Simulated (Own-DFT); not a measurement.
## Calculated data, Si2SnGe5 (diamond-structure random alloy, strained, atoms displaced)

All values are calculated (Own-DFT development build). A calculation, not a measurement: plane-wave density functional theory by an unreviewed code, no spin, of a simulated periodic cell, stress positive in tension, run twice, with PBE and with PBEsol, both on files made for PBE, so the change isn't that of files made for PBEsol, forces on such cells moved up to 12 meV/angstrom on a denser k mesh; the far tail of each file's local potential was reset to the Coulomb form; each entry is a single point on an unrelaxed cell, so the pressure reflects the starting lattice, mostly measured values (interpolated for alloys), from which strain is counted, and rises with the displacements; printed positions are rounded, which can move forces by about a meV/angstrom; the program, named Own-DFT, is a retired in-house code; no spin-orbit coupling; stress was not checked against mesh or cutoff.

Common to all runs: functional PBE, then PBEsol; potential files PseudoDojo norm-conserving, scalar-relativistic, standard set; wave cutoff 49 hartree; occupations Fermi-Dirac; smearing width 0.1 eV; k mesh 3 x 3 x 3 centred on Gamma.

```yaml
- entry: 1
  formula: Si2SnGe5
  kind: "diamond-structure random alloy, strained, atoms displaced"
  structure:
    cell_angstrom: [[11.724, 0.0, 0.0], [0.0, 11.724, 0.0], [0.0, 0.0, 11.4103]]
    atoms_fractional:
      - [Ge, 0.00193, 0.99574, 0.99711]
      - [Si, 0.00343, 0.25146, 0.24231]
      - [Ge, 0.25748, 0.00017, 0.25459]
      - [Ge, 0.25065, 0.24832, 0.00339]
      - [Ge, 0.12459, 0.12319, 0.12883]
      - [Si, 0.12833, 0.382, 0.36839]
      - [Sn, 0.36921, 0.12912, 0.38162]
      - [Ge, 0.3763, 0.38025, 0.1198]
      - [Ge, 0.99941, 0.99462, 0.50787]
      - [Ge, 0.99818, 0.24288, 0.75045]
      - [Ge, 0.25138, 0.99834, 0.74633]
      - [Si, 0.25003, 0.24316, 0.50293]
      - [Ge, 0.12097, 0.13195, 0.62472]
      - [Ge, 0.12046, 0.36992, 0.8734]
      - [Ge, 0.37504, 0.12859, 0.88242]
      - [Si, 0.36736, 0.36848, 0.62813]
      - [Si, 0.00194, 0.51035, 0.00644]
      - [Ge, 0.99072, 0.75235, 0.25679]
      - [Ge, 0.24995, 0.49753, 0.26246]
      - [Ge, 0.24997, 0.75488, 0.00329]
      - [Ge, 0.128, 0.6281, 0.12894]
      - [Si, 0.11763, 0.87265, 0.37332]
      - [Ge, 0.36541, 0.63404, 0.37232]
      - [Ge, 0.37237, 0.86888, 0.11806]
      - [Ge, 0.00417, 0.49902, 0.49135]
      - [Si, 0.00566, 0.74504, 0.74947]
      - [Ge, 0.23979, 0.49943, 0.75129]
      - [Ge, 0.24883, 0.74727, 0.49996]
      - [Ge, 0.1177, 0.62368, 0.62462]
      - [Ge, 0.12702, 0.87826, 0.87199]
      - [Ge, 0.37313, 0.62654, 0.87313]
      - [Si, 0.36735, 0.88111, 0.62205]
      - [Si, 0.50148, 0.00382, 0.00542]
      - [Ge, 0.50718, 0.24806, 0.25355]
      - [Si, 0.75142, 0.00013, 0.24778]
      - [Ge, 0.75084, 0.24736, 0.00359]
      - [Ge, 0.63007, 0.13109, 0.12848]
      - [Sn, 0.6118, 0.37839, 0.36946]
      - [Ge, 0.87507, 0.12578, 0.36935]
      - [Si, 0.88417, 0.38042, 0.11866]
      - [Ge, 0.50018, 0.00228, 0.49902]
      - [Ge, 0.49975, 0.25082, 0.7491]
      - [Si, 0.75878, 0.99781, 0.74858]
      - [Sn, 0.74997, 0.24823, 0.5027]
      - [Si, 0.62875, 0.12467, 0.62383]
      - [Sn, 0.62652, 0.37143, 0.87133]
      - [Ge, 0.87919, 0.12828, 0.87595]
      - [Si, 0.87134, 0.38485, 0.63082]
      - [Ge, 0.50189, 0.50207, 0.00373]
      - [Sn, 0.50784, 0.75062, 0.24033]
      - [Si, 0.75041, 0.50181, 0.25386]
      - [Si, 0.74916, 0.7531, 0.0042]
      - [Ge, 0.62955, 0.61514, 0.12465]
      - [Ge, 0.62648, 0.87411, 0.37596]
      - [Ge, 0.87561, 0.62879, 0.38102]
      - [Sn, 0.86888, 0.87148, 0.12482]
      - [Ge, 0.50012, 0.49749, 0.50037]
      - [Ge, 0.49736, 0.74892, 0.7527]
      - [Ge, 0.74951, 0.49866, 0.74342]
      - [Ge, 0.7503, 0.75253, 0.49361]
      - [Sn, 0.62016, 0.6259, 0.62836]
      - [Ge, 0.61966, 0.87675, 0.87401]
      - [Sn, 0.86777, 0.63094, 0.88471]
      - [Ge, 0.87827, 0.87319, 0.62477]
  results:
    "PBE_pressure [GPa]": 0.78
    "PBE_stress_xx [GPa]": -0.2
    "PBE_stress_yy [GPa]": -0.22
    "PBE_stress_zz [GPa]": -1.91
    "PBE_stress_yz [GPa]": -1.05
    "PBE_stress_xz [GPa]": 0.49
    "PBE_stress_xy [GPa]": -0.06
    "PBEsol_pressure [GPa]": -1.59
    "PBEsol_stress_xx [GPa]": 2.16
    "PBEsol_stress_yy [GPa]": 2.15
    "PBEsol_stress_zz [GPa]": 0.47
    "PBEsol_stress_yz [GPa]": -1.0
    "PBEsol_stress_xz [GPa]": 0.47
    "PBEsol_stress_xy [GPa]": -0.05
    force_element: [Ge, Si, Ge, Ge, Ge, Si, Sn, Ge, Ge, Ge, Ge, Si, Ge, Ge, Ge, Si, Si, Ge, Ge, Ge, Ge, Si, Ge, Ge, Ge, Si, Ge, Ge, Ge, Ge, Ge, Si, Si, Ge, Si, Ge, Ge, Sn, Ge, Si, Ge, Ge, Si, Sn, Si, Sn, Ge, Si, Ge, Sn, Si, Si, Ge, Ge, Ge, Sn, Ge, Ge, Ge, Ge, Sn, Ge, Sn, Ge]
    "PBE_force_x [eV/angstrom]": [0.395, -0.239, -1.81, -0.448, 0.217, -0.632, 1.288, -0.138, 0.417, -0.441, -0.04, -1.732, 0.522, -0.167, 0.456, 0.166, 0.652, 1.631, 0.459, -0.593, -0.334, 0.715, 0.928, 0.31, -0.561, -0.249, 0.714, -0.842, 0.522, -0.129, -0.276, 0.89, -0.139, -1.958, -0.953, 1.372, -0.259, 2.015, 1.028, -0.48, 0.858, -1.069, -0.87, 0.796, -0.919, 0.042, -0.665, 1.498, -0.621, -0.627, 1.328, -2.923, 1.332, 0.601, -0.41, 0.507, -3.046, -1.404, 1.013, 0.37, 0.496, 0.738, 0.927, -0.231]
    "PBE_force_y [eV/angstrom]": [0.922, 0.628, -1.63, 0.424, -0.16, -2.018, -0.128, -0.615, 0.638, 1.6, 0.829, 2.718, -0.98, 0.489, -0.693, 0.403, -1.391, -0.786, 0.582, -0.767, -0.136, 0.316, -1.06, 2.065, -0.374, 1.002, -0.369, 1.039, 0.101, -0.672, -0.251, -0.774, -0.052, -0.781, 0.981, 0.291, -1.316, 1.033, -0.738, -0.068, -0.91, -1.319, 0.383, 0.587, -1.418, 0.435, -1.037, -0.698, 0.408, -0.345, 0.04, -0.211, 0.068, 1.442, -0.772, 0.884, 0.598, 1.612, 0.02, 0.365, 0.302, 0.411, -0.596, -0.552]
    "PBE_force_z [eV/angstrom]": [-0.226, 0.465, -1.109, -0.032, -0.106, 0.782, -0.736, 1.002, -1.243, -0.312, 0.344, 1.119, -0.262, 0.836, -0.538, -0.379, 0.056, 0.252, -1.485, -0.994, 0.51, 0.479, 0.624, 0.073, 0.823, -0.023, -0.24, 0.334, -0.236, -0.318, 0.496, -0.138, -0.287, -2.493, 1.051, 0.34, 0.122, 0.213, -0.523, 0.863, 1.341, -1.146, 0.118, 0.237, 1.396, 0.597, 0.143, -0.538, -0.493, 0.6, -0.884, -0.385, -0.582, 0.043, -0.644, 0.07, 0.673, 0.253, 0.547, 0.64, -0.933, 0.443, -1.238, 0.639]
    "PBEsol_force_x [eV/angstrom]": [0.391, -0.228, -1.733, -0.425, 0.246, -0.611, 1.309, -0.127, 0.374, -0.393, -0.081, -1.706, 0.461, -0.134, 0.413, 0.2, 0.678, 1.544, 0.49, -0.559, -0.298, 0.694, 0.881, 0.275, -0.549, -0.24, 0.664, -0.812, 0.541, -0.102, -0.26, 0.866, -0.141, -1.884, -0.931, 1.298, -0.253, 1.912, 0.983, -0.515, 0.826, -1.029, -0.814, 0.777, -0.935, 0.035, -0.612, 1.458, -0.598, -0.617, 1.268, -2.871, 1.22, 0.563, -0.374, 0.574, -2.914, -1.332, 0.935, 0.368, 0.481, 0.691, 0.88, -0.212]
    "PBEsol_force_y [eV/angstrom]": [0.897, 0.547, -1.551, 0.405, -0.179, -1.911, -0.191, -0.594, 0.632, 1.517, 0.826, 2.601, -0.987, 0.454, -0.631, 0.429, -1.321, -0.793, 0.623, -0.736, -0.101, 0.308, -1.036, 1.968, -0.286, 0.982, -0.341, 0.946, 0.061, -0.617, -0.23, -0.755, -0.056, -0.748, 0.963, 0.255, -1.211, 0.97, -0.712, -0.099, -0.881, -1.269, 0.345, 0.57, -1.355, 0.417, -0.979, -0.678, 0.39, -0.341, 0.066, -0.213, 0.08, 1.365, -0.703, 0.856, 0.591, 1.529, 0.05, 0.352, 0.282, 0.359, -0.613, -0.52]
    "PBEsol_force_z [eV/angstrom]": [-0.226, 0.455, -1.098, -0.042, -0.135, 0.765, -0.771, 0.966, -1.166, -0.268, 0.374, 1.094, -0.215, 0.779, -0.538, -0.333, 0.023, 0.228, -1.47, -0.95, 0.512, 0.47, 0.606, 0.091, 0.812, -0.03, -0.211, 0.307, -0.262, -0.278, 0.482, -0.141, -0.283, -2.411, 1.037, 0.304, 0.117, 0.24, -0.456, 0.821, 1.248, -1.053, 0.137, 0.164, 1.337, 0.574, 0.154, -0.526, -0.462, 0.587, -0.842, -0.377, -0.571, 0.058, -0.607, 0.08, 0.63, 0.278, 0.568, 0.611, -0.905, 0.409, -1.246, 0.555]
    "rms_change_of_force_components_from_PBE_to_PBEsol [eV/angstrom]": 0.045
- entry: 2
  formula: Si2SnGe5
  kind: "diamond-structure random alloy, strained, atoms displaced"
  structure:
    cell_angstrom: [[11.724, 0.0, 0.0], [0.0, 11.724, 0.0], [0.0, 0.0, 11.4103]]
    atoms_fractional:
      - [Ge, 0.00035, 0.99422, 0.99613]
      - [Ge, 0.99602, 0.24695, 0.24126]
      - [Ge, 0.25152, 0.99702, 0.24862]
      - [Sn, 0.25015, 0.24368, 0.9941]
      - [Si, 0.12324, 0.1263, 0.1188]
      - [Ge, 0.11938, 0.37173, 0.37168]
      - [Ge, 0.37397, 0.12081, 0.38042]
      - [Ge, 0.36941, 0.37295, 0.11566]
      - [Ge, 0.99962, 0.00361, 0.50296]
      - [Sn, 0.99926, 0.25429, 0.74812]
      - [Si, 0.25374, 0.99922, 0.74604]
      - [Ge, 0.25, 0.2483, 0.50404]
      - [Ge, 0.12178, 0.1215, 0.62419]
      - [Ge, 0.12412, 0.37693, 0.87729]
      - [Ge, 0.37215, 0.12184, 0.87836]
      - [Ge, 0.3772, 0.37969, 0.62636]
      - [Sn, 0.99838, 0.49891, 0.00441]
      - [Si, 0.0009, 0.7453, 0.25059]
      - [Si, 0.25358, 0.50163, 0.25289]
      - [Si, 0.25656, 0.74847, 0.99741]
      - [Ge, 0.12266, 0.61871, 0.12536]
      - [Si, 0.12381, 0.87499, 0.36756]
      - [Ge, 0.37431, 0.62612, 0.37207]
      - [Ge, 0.37465, 0.8645, 0.12379]
      - [Ge, 0.99852, 0.49987, 0.50396]
      - [Sn, 0.00094, 0.7509, 0.75424]
      - [Ge, 0.25582, 0.50046, 0.75118]
      - [Ge, 0.25082, 0.74724, 0.5006]
      - [Sn, 0.12679, 0.62249, 0.62925]
      - [Ge, 0.12642, 0.87295, 0.87399]
      - [Si, 0.37215, 0.62656, 0.86622]
      - [Si, 0.37108, 0.87131, 0.62464]
      - [Ge, 0.50102, 0.99712, 0.00358]
      - [Si, 0.49703, 0.25116, 0.2505]
      - [Ge, 0.74334, 0.00367, 0.25752]
      - [Ge, 0.75153, 0.25373, 0.99675]
      - [Ge, 0.62009, 0.11505, 0.11532]
      - [Ge, 0.62027, 0.37352, 0.3711]
      - [Sn, 0.88681, 0.12705, 0.36567]
      - [Si, 0.87577, 0.38152, 0.12348]
      - [Ge, 0.50611, 0.99387, 0.4991]
      - [Ge, 0.49684, 0.243, 0.75044]
      - [Ge, 0.75792, 0.00535, 0.74888]
      - [Si, 0.74612, 0.24755, 0.49928]
      - [Ge, 0.63065, 0.12023, 0.61529]
      - [Ge, 0.624, 0.37021, 0.87669]
      - [Si, 0.87515, 0.12308, 0.87955]
      - [Si, 0.87638, 0.36789, 0.62586]
      - [Ge, 0.50277, 0.49722, 0.99942]
      - [Si, 0.50382, 0.75361, 0.25293]
      - [Sn, 0.75154, 0.50386, 0.2535]
      - [Ge, 0.74481, 0.74423, 0.99848]
      - [Ge, 0.62778, 0.62416, 0.13174]
      - [Ge, 0.62427, 0.87377, 0.37376]
      - [Si, 0.87451, 0.62715, 0.37984]
      - [Sn, 0.877, 0.87794, 0.12901]
      - [Ge, 0.49996, 0.50008, 0.50405]
      - [Ge, 0.49807, 0.75138, 0.74818]
      - [Ge, 0.75105, 0.5086, 0.7614]
      - [Ge, 0.74916, 0.75112, 0.50614]
      - [Ge, 0.62548, 0.63082, 0.62746]
      - [Ge, 0.62588, 0.87223, 0.87253]
      - [Ge, 0.87542, 0.62412, 0.87859]
      - [Si, 0.87151, 0.86999, 0.63228]
  results:
    "PBE_pressure [GPa]": 0.78
    "PBE_stress_xx [GPa]": -0.31
    "PBE_stress_yy [GPa]": -0.2
    "PBE_stress_zz [GPa]": -1.82
    "PBE_stress_yz [GPa]": -0.11
    "PBE_stress_xz [GPa]": -0.2
    "PBE_stress_xy [GPa]": -0.43
    "PBEsol_pressure [GPa]": -1.59
    "PBEsol_stress_xx [GPa]": 2.06
    "PBEsol_stress_yy [GPa]": 2.16
    "PBEsol_stress_zz [GPa]": 0.55
    "PBEsol_stress_yz [GPa]": -0.1
    "PBEsol_stress_xz [GPa]": -0.19
    "PBEsol_stress_xy [GPa]": -0.4
    force_element: [Ge, Ge, Ge, Sn, Si, Ge, Ge, Ge, Ge, Sn, Si, Ge, Ge, Ge, Ge, Ge, Sn, Si, Si, Si, Ge, Si, Ge, Ge, Ge, Sn, Ge, Ge, Sn, Ge, Si, Si, Ge, Si, Ge, Ge, Ge, Ge, Sn, Si, Ge, Ge, Ge, Si, Ge, Ge, Si, Si, Ge, Si, Sn, Ge, Ge, Ge, Si, Sn, Ge, Ge, Ge, Ge, Ge, Ge, Ge, Si]
    "PBE_force_x [eV/angstrom]": [0.886, 1.845, -0.568, -1.054, -0.736, 0.628, 0.501, 1.238, 0.525, 0.025, -0.267, -0.215, 1.424, 1.033, 1.443, -0.075, 0.063, 0.592, -0.514, -0.728, 1.901, -0.131, 0.517, 0.343, -1.171, -1.374, 0.287, 0.304, 0.853, 1.899, 0.651, 0.352, -0.82, -0.283, -0.783, 0.331, 0.674, -0.418, -2.138, -0.786, -1.074, 0.46, -0.351, 0.419, -0.245, -0.078, -0.139, -2.145, -0.555, -0.334, 0.641, 0.006, -1.74, 0.191, 1.155, -0.873, 0.256, -0.522, -0.198, 0.463, -0.098, 0.038, -1.206, -0.323]
    "PBE_force_y [eV/angstrom]": [1.587, 2.026, 0.165, 0.561, -1.33, 0.356, 0.4, 1.1, -2.193, -1.084, -0.311, 0.199, -0.487, 0.672, -1.804, -0.804, -0.104, -0.409, -0.567, -0.647, 1.713, -0.382, 0.047, 0.456, -1.023, 0.64, -0.829, 1.374, -0.868, 1.166, 0.048, 0.461, -1.007, -0.548, -0.213, -0.632, 1.787, -0.966, -0.316, -2.38, -0.123, 0.144, -0.495, 1.021, 0.359, 0.354, -0.118, 1.763, 0.667, -0.692, -0.698, 0.117, 1.182, -0.365, 0.886, -0.84, 0.34, 0.172, -1.298, 0.148, -0.71, 0.441, 0.466, 1.425]
    "PBE_force_z [eV/angstrom]": [-0.424, -2.028, -0.243, 0.551, 0.938, 0.019, -0.474, 2.0, 0.292, 0.795, 0.044, -0.255, 0.03, -0.964, -1.69, 0.128, -0.698, 0.995, -0.533, -0.252, 1.364, 0.665, 0.105, 0.266, -0.952, 0.435, 0.946, -1.139, -1.14, 0.88, 1.068, -0.009, -0.956, -0.582, -0.829, 0.607, 1.48, 1.1, 1.847, 0.56, 0.381, -0.388, 0.192, -0.003, 0.77, -0.55, 0.225, -1.33, -0.104, -0.33, 0.478, -0.023, -1.251, 0.188, 0.694, 0.21, -0.556, 0.011, -1.245, -0.555, 0.185, -0.059, 0.282, -1.171]
    "PBEsol_force_x [eV/angstrom]": [0.857, 1.785, -0.498, -0.974, -0.727, 0.583, 0.465, 1.206, 0.52, 0.107, -0.302, -0.214, 1.347, 1.002, 1.424, -0.079, 0.114, 0.576, -0.507, -0.747, 1.807, -0.09, 0.499, 0.339, -1.081, -1.291, 0.245, 0.297, 0.836, 1.772, 0.668, 0.381, -0.78, -0.279, -0.75, 0.267, 0.659, -0.401, -2.048, -0.773, -1.003, 0.44, -0.391, 0.377, -0.269, -0.071, -0.141, -2.06, -0.515, -0.324, 0.541, 0.012, -1.646, 0.213, 1.098, -0.877, 0.239, -0.44, -0.199, 0.387, -0.097, 0.031, -1.188, -0.331]
    "PBEsol_force_y [eV/angstrom]": [1.483, 1.957, 0.162, 0.596, -1.304, 0.322, 0.363, 1.06, -2.057, -1.062, -0.264, 0.182, -0.44, 0.643, -1.709, -0.774, -0.05, -0.408, -0.557, -0.593, 1.628, -0.337, 0.05, 0.508, -0.992, 0.582, -0.83, 1.273, -0.851, 1.126, 0.012, 0.403, -0.964, -0.532, -0.22, -0.605, 1.693, -0.879, -0.335, -2.338, -0.09, 0.152, -0.483, 0.97, 0.301, 0.347, -0.119, 1.756, 0.605, -0.673, -0.671, 0.109, 1.117, -0.303, 0.838, -0.78, 0.325, 0.162, -1.225, 0.135, -0.672, 0.412, 0.444, 1.398]
    "PBEsol_force_z [eV/angstrom]": [-0.406, -1.903, -0.229, 0.497, 0.919, 0.045, -0.439, 1.885, 0.281, 0.785, 0.079, -0.247, -0.006, -0.941, -1.613, 0.125, -0.722, 0.908, -0.524, -0.213, 1.29, 0.676, 0.165, 0.262, -0.917, 0.47, 0.879, -1.102, -1.108, 0.853, 0.999, -0.044, -0.917, -0.569, -0.815, 0.572, 1.414, 1.07, 1.766, 0.55, 0.34, -0.365, 0.176, -0.028, 0.769, -0.512, 0.222, -1.277, -0.082, -0.322, 0.452, -0.022, -1.243, 0.217, 0.711, 0.161, -0.535, 0.006, -1.173, -0.531, 0.185, -0.051, 0.269, -1.145]
    "rms_change_of_force_components_from_PBE_to_PBEsol [eV/angstrom]": 0.047
```
